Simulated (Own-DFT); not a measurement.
Simulation results for HfO2 (monoclinic hafnia, atoms displaced)

All values are calculated (Own-DFT development build). A calculation, not a measurement: plane-wave density functional theory by an unreviewed code, no spin, of a simulated periodic cell, stress positive in tension, run twice, with PBE and with PBEsol, both on files made for PBE, so the change isn't that of files made for PBEsol, hafnium file: forces about 75 meV/angstrom off all-electron values; oxygen file: force components 24 meV/angstrom off all-electron in one glass; forces on such cells passed a denser k mesh, this cell's mesh not checked; the far tail of each file's local potential was reset to the Coulomb form; each entry is a single point on an unrelaxed cell, so the pressure reflects the starting lattice, mostly measured values (interpolated for alloys), from which strain is counted, and rises with the displacements; printed positions are rounded, which can move forces by about a meV/angstrom; the program, named Own-DFT, is a retired in-house code; no spin-orbit coupling; stress was not checked against mesh or cutoff.

Settings shared by all entries: functional PBE, then PBEsol; potential files PseudoDojo norm-conserving, scalar-relativistic, standard set; wave cutoff 72 hartree; occupations Fermi-Dirac; smearing width 0.1 eV; k mesh 2 x 2 x 2 centred on Gamma.

(1) HfO2 (monoclinic hafnia, atoms displaced)

```xyz
96
Lattice="10.2340 0.0000 0.0000 0.0000 10.3500 0.0000 -1.6955 0.0000 10.4453" Properties=species:S:1:pos:R:3 HfO2
Hf     1.2292     0.2681     1.0348
Hf     3.4968     2.7766     1.5988
Hf     3.0068     4.9384     4.1558
Hf     0.8081     2.3569     3.6267
O      0.0790     1.7562     1.9029
O      4.6285     4.2660     0.7704
O      4.0716     3.4378     3.4012
O     -0.4140     0.9081     4.5158
O      1.9396     3.9026     2.4552
O      2.7731     1.3576     0.0991
O      2.3378     1.3373     2.7467
O      1.4608     3.9036     5.0988
Hf     0.3614     0.1860     6.3137
Hf     2.5610     2.7220     6.6491
Hf     2.0688     4.9402     9.3552
Hf     0.0229     2.3644     8.9423
O     -0.7476     1.7047     7.0772
O      3.8738     4.2649     6.0632
O      3.3628     3.3669     8.6517
O     -1.1340     0.8504     9.6210
O      1.0258     3.8841     7.6596
O      1.8550     1.2998     5.4111
O      1.4924     1.2532     7.9613
O      0.5887     3.9077    10.3280
Hf     1.2361     5.4145     1.0292
Hf     3.3768     7.9851     1.7158
Hf     3.1701    10.0979     4.0439
Hf     0.7331     7.6082     3.7873
O      0.0879     6.8976     1.7885
O      4.6773     9.5207     0.7465
O      4.2430     8.6747     3.4134
O     -0.2949     6.0011     4.4414
O      1.9624     9.0327     2.4026
O      2.8025     6.4639     0.1723
O      2.3740     6.4389     2.7008
O      1.5114     9.0801     5.2058
Hf     0.4471     5.3425     6.2678
Hf     2.6373     7.9115     6.7343
Hf     2.2170    10.1251     9.3483
Hf    -0.0449     7.6997     8.9552
O     -0.8094     6.8713     7.0669
O      3.7293     9.5490     5.9937
O      3.3888     8.7369     8.7799
O     -1.2244     6.0575     9.6178
O      1.0468     9.2192     7.7842
O      1.9333     6.4195     5.2973
O      1.5507     6.3864     7.8591
O      0.5894     9.0152    10.2944
Hf     6.2853     0.2261     1.0025
Hf     8.5670     2.7472     1.5950
Hf     8.1971     4.9830     4.1512
Hf     5.9027     2.2801     3.6828
O      5.3106     1.7143     1.8312
O      9.8068     4.3039     0.8622
O      9.2549     3.5278     3.4206
O      4.7439     0.9169     4.3966
O      7.0507     3.9415     2.5434
O      7.8954     1.3025     0.0566
O      7.5173     1.2205     2.7414
O      6.4629     3.7839     5.1567
Hf     5.5274     0.2469     6.3118
Hf     7.7056     2.8015     6.7984
Hf     7.2007     4.9851     9.4539
Hf     5.1073     2.3099     8.9044
O      4.2995     1.6470     7.0661
O      8.7887     4.2835     6.0926
O      8.4758     3.5077     8.6522
O      3.8808     0.9191     9.6722
O      6.1873     4.0012     7.7161
O      7.0520     1.2959     5.3723
O      6.6174     1.1849     7.9686
O      5.7352     3.8214    10.3188
Hf     6.3488     5.3700     1.0652
Hf     8.5380     7.9676     1.4920
Hf     8.1970    10.1514     4.1445
Hf     5.8967     7.6023     3.7616
O      5.1259     6.8985     1.7378
O      9.6953     9.4720     0.8385
O      9.2881     8.7515     3.3469
O      4.7242     5.9721     4.4962
O      7.0262     9.0590     2.4177
O      7.9570     6.5150     0.1282
O      7.4637     6.4095     2.8218
O      6.6075     9.0157     5.0974
Hf     5.5609     5.3323     6.3486
Hf     7.7142     7.9675     6.7823
Hf     7.2745    10.1180     9.3802
Hf     5.0126     7.6383     8.9025
O      4.3156     6.8149     7.0896
O      8.9210     9.4572     5.9704
O      8.4994     8.6539     8.6910
O      3.9858     6.0762     9.6065
O      6.1224     9.0887     7.7436
O      7.1239     6.5078     5.2698
O      6.6560     6.4350     7.9195
O      5.7383     8.9694    10.3786
```

It finds PBE pressure 6.49 GPa; PBE stress xx -7.08 GPa; PBE stress yy -5.91 GPa; PBE stress zz -6.47 GPa; PBE stress yz -1.02 GPa; PBE stress xz 0.14 GPa; PBE stress xy 0.86 GPa; PBEsol pressure 0.02 GPa; PBEsol stress xx -0.57 GPa; PBEsol stress yy 0.51 GPa; PBEsol stress zz 0.01 GPa; PBEsol stress yz -0.99 GPa; PBEsol stress xz 0.46 GPa; PBEsol stress xy 0.84 GPa; rms change of force components from PBE to PBEsol 0.05 eV/Å.

Force:
```csv
force element,PBE force x (eV/Å),PBE force y (eV/Å),PBE force z (eV/Å),PBEsol force x (eV/Å),PBEsol force y (eV/Å),PBEsol force z (eV/Å)
Hf,-0.401,-0.963,-0.176,-0.384,-0.894,-0.227
Hf,-0.258,1.3,-1.991,-0.273,1.344,-1.896
Hf,0.761,0.704,-0.365,0.739,0.647,-0.328
Hf,-0.534,1.341,2.696,-0.513,1.257,2.585
O,-0.551,-1.121,-1.639,-0.524,-1.062,-1.534
O,0.26,-0.02,0.254,0.241,-0.001,0.208
O,2.371,-1.305,0.685,2.289,-1.294,0.606
O,0.426,0.806,-1.348,0.421,0.745,-1.277
O,-0.999,0.252,0.297,-0.905,0.224,0.298
O,0.513,-0.004,1.011,0.414,-0.01,0.976
O,1.074,-2.074,-0.146,0.989,-1.993,-0.154
O,-0.086,-1.392,-0.372,-0.017,-1.326,-0.345
Hf,0.055,1.061,1.067,0.066,1.095,1.018
Hf,1.215,1.422,2.354,1.166,1.422,2.339
Hf,2.372,0.017,-0.333,2.284,-0.036,-0.289
Hf,-1.1,1.064,-0.903,-1.062,0.978,-0.913
O,-1.072,0.257,-0.166,-1.023,0.262,-0.113
O,-1.859,-1.025,-0.24,-1.819,-0.979,-0.287
O,-0.84,0.831,-0.028,-0.818,0.782,-0.07
O,-1.441,-0.572,0.589,-1.377,-0.575,0.645
O,0.29,-0.086,0.451,0.34,-0.088,0.438
O,0.969,0.453,-1.749,0.884,0.457,-1.672
O,0.957,0.249,0.012,0.867,0.252,0.008
O,0.145,-1.132,-0.405,0.207,-1.081,-0.415
Hf,-0.249,0.007,0.603,-0.242,0.051,0.554
Hf,2.629,-3.326,-5.524,2.552,-3.253,-5.36
Hf,-3.117,2.089,2.615,-3.017,1.988,2.615
Hf,-0.049,-0.941,-1.618,-0.046,-0.994,-1.62
O,-0.603,0.988,1.137,-0.578,0.978,1.152
O,-1.816,-0.982,1.233,-1.747,-0.906,1.129
O,0.627,-0.496,0.234,0.584,-0.492,0.179
O,-0.469,0.778,-0.704,-0.445,0.75,-0.635
O,-2.735,2.926,2.429,-2.596,2.845,2.373
O,0.606,1.057,-1.036,0.522,0.996,-1.007
O,-0.143,0.238,1.369,-0.182,0.26,1.32
O,-0.215,-1.697,-1.934,-0.158,-1.657,-1.877
Hf,-1.95,0.324,2.061,-1.862,0.363,1.986
Hf,-0.275,0.201,0.396,-0.279,0.209,0.396
Hf,-1.758,1.765,0.454,-1.718,1.677,0.471
Hf,-0.085,-3.519,-0.842,-0.112,-3.455,-0.84
O,0.242,0.457,-0.629,0.225,0.48,-0.576
O,0.879,-0.782,0.109,0.85,-0.742,0.03
O,0.226,-1.648,-2.392,0.226,-1.613,-2.355
O,0.177,0.555,0.207,0.181,0.526,0.274
O,0.388,-2.16,-0.33,0.427,-2.103,-0.304
O,0.759,2.172,0.547,0.672,2.101,0.547
O,0.096,0.864,0.617,0.053,0.834,0.578
O,0.533,1.133,1.514,0.556,1.12,1.45
Hf,2.076,-1.305,1.062,2.009,-1.235,0.999
Hf,-0.696,1.771,-0.934,-0.685,1.793,-0.858
Hf,-2.141,-0.048,0.549,-2.098,-0.079,0.541
Hf,1.937,3.185,0.927,1.903,3.049,0.886
O,-2.058,0.954,-0.072,-1.997,0.938,-0.007
O,-1.544,-1.012,-0.205,-1.512,-0.962,-0.253
O,2.214,-1.946,-0.179,2.143,-1.914,-0.237
O,-0.831,-1.118,0.404,-0.801,-1.115,0.422
O,-0.722,-0.49,-0.686,-0.622,-0.483,-0.679
O,0.692,0.235,0.663,0.601,0.215,0.623
O,0.255,0.407,-0.032,0.193,0.422,-0.023
O,0.753,-0.216,-0.716,0.781,-0.197,-0.674
Hf,-0.279,-0.668,0.61,-0.259,-0.597,0.59
Hf,0.819,0.361,0.163,0.803,0.433,0.183
Hf,2.34,0.045,-1.583,2.281,0.01,-1.534
Hf,-1.212,1.854,0.064,-1.199,1.751,0.056
O,0.195,-0.124,-0.651,0.215,-0.109,-0.6
O,1.364,0.936,-0.869,1.312,0.91,-0.896
O,-0.02,-0.749,0.292,-0.036,-0.752,0.224
O,-0.083,-0.021,-0.555,-0.057,-0.052,-0.496
O,-0.106,-1.805,1.278,-0.039,-1.757,1.231
O,-0.034,0.136,-0.284,-0.114,0.12,-0.275
O,0.418,0.339,-0.461,0.328,0.326,-0.446
O,-0.259,-0.401,0.794,-0.192,-0.37,0.768
Hf,-0.83,0.653,0.478,-0.814,0.683,0.433
Hf,0.121,-0.487,0.628,0.1,-0.4,0.621
Hf,-1.247,0.251,-0.149,-1.202,0.202,-0.112
Hf,2.122,-2.952,-1.055,2.116,-2.927,-1.049
O,0.77,-0.115,1.242,0.759,-0.105,1.263
O,1.284,1.238,-0.505,1.237,1.211,-0.55
O,2.033,-1.675,0.461,1.968,-1.656,0.425
O,0.508,1.816,-1.144,0.495,1.746,-1.062
O,-1.079,0.28,1.029,-0.984,0.255,0.995
O,-0.366,-0.311,0.236,-0.405,-0.32,0.235
O,-0.086,0.83,-1.255,-0.14,0.808,-1.208
O,-0.625,0.237,0.288,-0.554,0.226,0.273
Hf,-0.112,0.596,-0.916,-0.109,0.593,-0.918
Hf,0.618,-1.326,-0.407,0.607,-1.284,-0.379
Hf,0.289,0.029,0.377,0.258,-0.015,0.392
Hf,1.371,-2.205,0.831,1.335,-2.205,0.795
O,-1.069,1.537,-0.65,-1.051,1.538,-0.589
O,-0.425,-0.811,0.811,-0.423,-0.754,0.74
O,-0.989,0.547,-0.541,-0.957,0.518,-0.561
O,-1.128,-0.898,0.376,-1.068,-0.863,0.421
O,0.289,0.415,-0.401,0.344,0.406,-0.38
O,-0.583,0.684,1.3,-0.629,0.665,1.268
O,0.018,0.646,0.378,-0.035,0.63,0.356
O,0.068,0.633,-1.061,0.132,0.621,-1.038
```

(2) HfO2 (monoclinic hafnia, atoms displaced)

```xyz
96
Lattice="10.2340 0.0000 0.0000 0.0000 10.3500 0.0000 -1.6955 0.0000 10.4453" Properties=species:S:1:pos:R:3 HfO2
Hf     1.2425     0.2487     1.0680
Hf     3.4264     2.8230     1.5627
Hf     3.0631     4.9589     4.0936
Hf     0.8773     2.3560     3.7711
O      0.1753     1.7807     1.7889
O      4.5989     4.2980     0.6690
O      4.1015     3.3838     3.4755
O     -0.3637     0.8830     4.4839
O      1.8600     3.9130     2.5478
O      2.8291     1.4225     0.0689
O      2.3809     1.3131     2.7115
O      1.3727     3.8432     5.1376
Hf     0.4480     0.2171     6.3559
Hf     2.6333     2.8409     6.7131
Hf     2.1428     4.9668     9.3847
Hf     0.0458     2.3629     8.8651
O     -0.8577     1.7003     6.9591
O      3.7154     4.3510     6.0476
O      3.3416     3.5380     8.5130
O     -1.2250     0.9895     9.6690
O      1.0486     3.9841     7.7398
O      2.0569     1.2874     5.3255
O      1.5381     1.2114     7.9529
O      0.5723     3.7772    10.2980
Hf     1.2769     5.4477     1.0762
Hf     3.4245     7.9841     1.5653
Hf     2.9580    10.1245     4.0465
Hf     0.7268     7.5714     3.7673
O      0.0492     6.9359     1.8928
O      4.6159     9.5275     0.8420
O      4.1865     8.6483     3.4783
O     -0.3311     6.1193     4.3696
O      1.8623     9.1536     2.6202
O      2.7502     6.5703     0.1224
O      2.3722     6.4028     2.6671
O      1.4573     9.0651     5.0806
Hf     0.4060     5.3712     6.2537
Hf     2.5875     7.8808     6.7251
Hf     2.2034    10.1463     9.2953
Hf    -0.0675     7.5885     8.8715
O     -0.7790     6.8806     7.1070
O      3.7465     9.4104     5.9371
O      3.2890     8.6381     8.6313
O     -1.2032     6.1496     9.6586
O      1.0285     9.1018     7.7351
O      1.9673     6.4546     5.2823
O      1.5765     6.4298     7.8614
O      0.6239     8.9784    10.3198
Hf     6.4214     0.2385     1.0018
Hf     8.6408     2.7479     1.5061
Hf     8.1288     5.0640     4.1635
Hf     5.8539     2.4476     3.7299
O      5.2078     1.7909     1.8076
O      9.7886     4.2187     0.7317
O      9.3265     3.4436     3.3547
O      4.8128     0.8509     4.3878
O      6.9395     3.8871     2.5142
O      7.9444     1.3555     0.0226
O      7.5378     1.2998     2.7779
O      6.6716     3.8048     5.0854
Hf     5.5214     0.2311     6.3046
Hf     7.6516     2.7538     6.7840
Hf     7.3318     4.9882     9.3745
Hf     5.1222     2.4549     8.9193
O      4.4115     1.6994     7.0322
O      8.8731     4.2684     5.9964
O      8.4720     3.5041     8.6006
O      3.9655     0.8356     9.6913
O      6.2522     3.8451     7.6327
O      7.0859     1.2794     5.4315
O      6.6631     1.3100     7.9023
O      5.8353     3.8310    10.3658
Hf     6.4010     5.2832     1.1028
Hf     8.5059     8.0562     1.5302
Hf     8.1138    10.1300     4.2161
Hf     5.8899     7.4335     3.6699
O      5.2034     6.8904     1.8583
O      9.7785     9.4990     0.7537
O      9.2312     8.6383     3.3509
O      4.7798     6.0180     4.4663
O      6.9751     9.1740     2.4701
O      7.9432     6.6533     0.1386
O      7.4642     6.4795     2.7278
O      6.5154     9.0116     5.2198
Hf     5.4297     5.3214     6.2598
Hf     7.6830     7.9761     6.7929
Hf     7.3180    10.1640     9.3599
Hf     5.0193     7.5574     8.8791
O      4.3190     6.9491     7.1148
O      8.9058     9.4414     6.0178
O      8.5285     8.6867     8.6581
O      3.8407     6.0716     9.7037
O      6.1122     9.0774     7.8042
O      7.0844     6.5619     5.4050
O      6.6908     6.4565     7.9773
O      5.7579     9.0829    10.2274
```

It finds PBE pressure 5.21 GPa; PBE stress xx -4.43 GPa; PBE stress yy -4.69 GPa; PBE stress zz -6.5 GPa; PBE stress yz 0.14 GPa; PBE stress xz -0.05 GPa; PBE stress xy -0.29 GPa; PBEsol pressure -1.26 GPa; PBEsol stress xx 2.03 GPa; PBEsol stress yy 1.71 GPa; PBEsol stress zz 0.03 GPa; PBEsol stress yz 0.13 GPa; PBEsol stress xz 0.3 GPa; PBEsol stress xy -0.27 GPa; rms change of force components from PBE to PBEsol 0.046 eV/Å.

Force:
```csv
force element,PBE force x (eV/Å),PBE force y (eV/Å),PBE force z (eV/Å),PBEsol force x (eV/Å),PBEsol force y (eV/Å),PBEsol force z (eV/Å)
Hf,0.214,-0.014,-0.527,0.193,0.055,-0.544
Hf,0.155,-1.119,-1.585,0.139,-1.08,-1.528
Hf,-2.313,0.629,-0.229,-2.28,0.569,-0.194
Hf,-2.24,0.028,-1.024,-2.174,-0.005,-1.037
O,-0.6,-0.423,0.154,-0.581,-0.403,0.185
O,0.706,-0.515,2.162,0.678,-0.474,2.062
O,0.328,0.762,0.317,0.318,0.74,0.254
O,0.452,0.046,-0.522,0.458,0.031,-0.453
O,0.456,0.737,-0.333,0.523,0.704,-0.316
O,0.112,-1.058,0.323,0.033,-1.021,0.313
O,0.417,-0.411,-0.088,0.342,-0.386,-0.076
O,1.268,-0.143,-0.107,1.295,-0.133,-0.103
Hf,-1.455,-0.221,-1.123,-1.416,-0.179,-1.126
Hf,-0.385,-1.328,0.64,-0.372,-1.228,0.66
Hf,-0.247,0.77,-1.124,-0.225,0.698,-1.076
Hf,-2.195,0.657,0.398,-2.133,0.602,0.408
O,1.826,-0.565,1.041,1.794,-0.546,1.06
O,0.425,0.215,-0.745,0.419,0.219,-0.777
O,1.174,-0.597,0.896,1.119,-0.607,0.82
O,0.147,-0.469,-0.107,0.165,-0.482,-0.057
O,-0.046,-0.858,-0.6,0.025,-0.843,-0.586
O,-0.519,0.997,0.493,-0.576,0.965,0.468
O,0.305,1.019,-0.92,0.22,0.984,-0.887
O,0.302,1.504,0.753,0.365,1.464,0.725
Hf,-1.86,-0.368,0.121,-1.8,-0.294,0.097
Hf,0.819,1.068,-0.45,0.796,1.08,-0.417
Hf,2.122,0.211,2.137,2.04,0.135,2.12
Hf,1.042,1.584,-1.917,1.008,1.498,-1.917
O,0.129,-0.57,-0.978,0.149,-0.532,-0.895
O,-0.19,-0.355,-0.13,-0.188,-0.34,-0.184
O,0.552,-1.304,-1.004,0.518,-1.279,-1.033
O,-1.836,-1.966,1.364,-1.782,-1.923,1.375
O,-0.307,-0.504,-2.194,-0.217,-0.483,-2.122
O,0.831,-0.873,-0.288,0.739,-0.861,-0.261
O,0.515,0.181,0.904,0.447,0.172,0.866
O,-0.864,-0.784,0.706,-0.784,-0.752,0.671
Hf,-1.466,-0.035,1.365,-1.408,-0.005,1.316
Hf,0.123,2.336,-0.32,0.119,2.315,-0.27
Hf,0.068,-0.692,2.155,0.057,-0.733,2.121
Hf,0.967,-0.108,0.722,0.922,-0.139,0.683
O,-0.327,-0.441,-1.578,-0.307,-0.396,-1.484
O,0.317,0.287,0.89,0.289,0.292,0.818
O,0.619,-0.361,-0.064,0.601,-0.366,-0.11
O,-0.864,-1.168,0.643,-0.83,-1.16,0.665
O,0.096,-0.048,-0.553,0.15,-0.042,-0.536
O,0.319,0.289,-0.033,0.246,0.269,-0.016
O,-0.284,-0.225,0.664,-0.325,-0.204,0.626
O,0.173,1.265,0.604,0.23,1.232,0.58
Hf,-1.267,-0.006,2.133,-1.24,0.022,2.043
Hf,0.336,0.176,1.385,0.346,0.227,1.38
Hf,1.386,-2.418,-0.1,1.344,-2.413,-0.057
Hf,1.727,-2.751,-0.717,1.682,-2.735,-0.741
O,-0.275,0.189,-0.249,-0.278,0.216,-0.181
O,0.717,1.298,0.301,0.675,1.279,0.245
O,-0.102,0.94,0.69,-0.104,0.883,0.619
O,-0.483,0.193,0.059,-0.454,0.202,0.113
O,0.214,1.007,-0.316,0.248,0.986,-0.318
O,0.286,0.33,0.616,0.214,0.313,0.591
O,-0.117,-0.073,-0.481,-0.165,-0.062,-0.477
O,-1.582,1.057,0.241,-1.494,1.04,0.24
Hf,-0.907,-1.765,-0.476,-0.854,-1.671,-0.503
Hf,2.816,0.065,-1.58,2.727,0.089,-1.524
Hf,1.453,0.071,-0.376,1.445,0.003,-0.343
Hf,-0.618,-1.581,-0.509,-0.562,-1.608,-0.541
O,-1.879,1.619,0.264,-1.815,1.601,0.301
O,1.062,1.31,-0.334,1.031,1.313,-0.38
O,0.592,0.001,0.348,0.542,-0.01,0.305
O,-0.556,1.299,-1.999,-0.528,1.239,-1.892
O,-2.987,2.114,1.356,-2.864,2.028,1.325
O,-0.182,0.206,-1.031,-0.235,0.189,-0.979
O,-0.323,-1,1.428,-0.372,-0.945,1.38
O,-1.341,0.672,-0.541,-1.25,0.659,-0.523
Hf,-0.588,1.885,-0.897,-0.576,1.881,-0.893
Hf,0.893,0.059,-0.599,0.868,0.097,-0.556
Hf,-0.192,0.59,-0.623,-0.184,0.541,-0.577
Hf,0.317,3.916,0.678,0.299,3.767,0.619
O,-0.721,-0.815,-0.692,-0.69,-0.773,-0.598
O,-0.156,0.04,0.52,-0.167,0.067,0.451
O,0.709,0.323,1.407,0.684,0.288,1.331
O,-0.774,-0.899,-0.4,-0.743,-0.901,-0.341
O,-0.092,-0.75,0.296,-0.003,-0.741,0.264
O,-0.817,-1.991,-0.294,-0.855,-1.937,-0.277
O,0.458,-0.919,0.107,0.376,-0.891,0.119
O,0.639,-0.563,-1.102,0.696,-0.524,-1.053
Hf,2.082,1.172,2.133,2.026,1.182,2.036
Hf,0.3,0.724,0.221,0.277,0.745,0.23
Hf,0.232,-0.015,-0.793,0.207,-0.067,-0.732
Hf,0.789,0.342,1.914,0.775,0.31,1.833
O,0.65,-1.997,-1.919,0.624,-1.919,-1.819
O,0.456,-0.168,0.397,0.419,-0.136,0.342
O,-0.701,0.432,-0.405,-0.688,0.39,-0.433
O,0.734,-0.022,-0.191,0.715,-0.051,-0.156
O,0.572,0.648,-0.929,0.625,0.615,-0.901
O,-0.439,-1.422,-1.189,-0.481,-1.398,-1.174
O,-0.843,-0.673,-0.132,-0.865,-0.632,-0.125
O,-0.457,0.089,1.466,-0.381,0.112,1.437
```
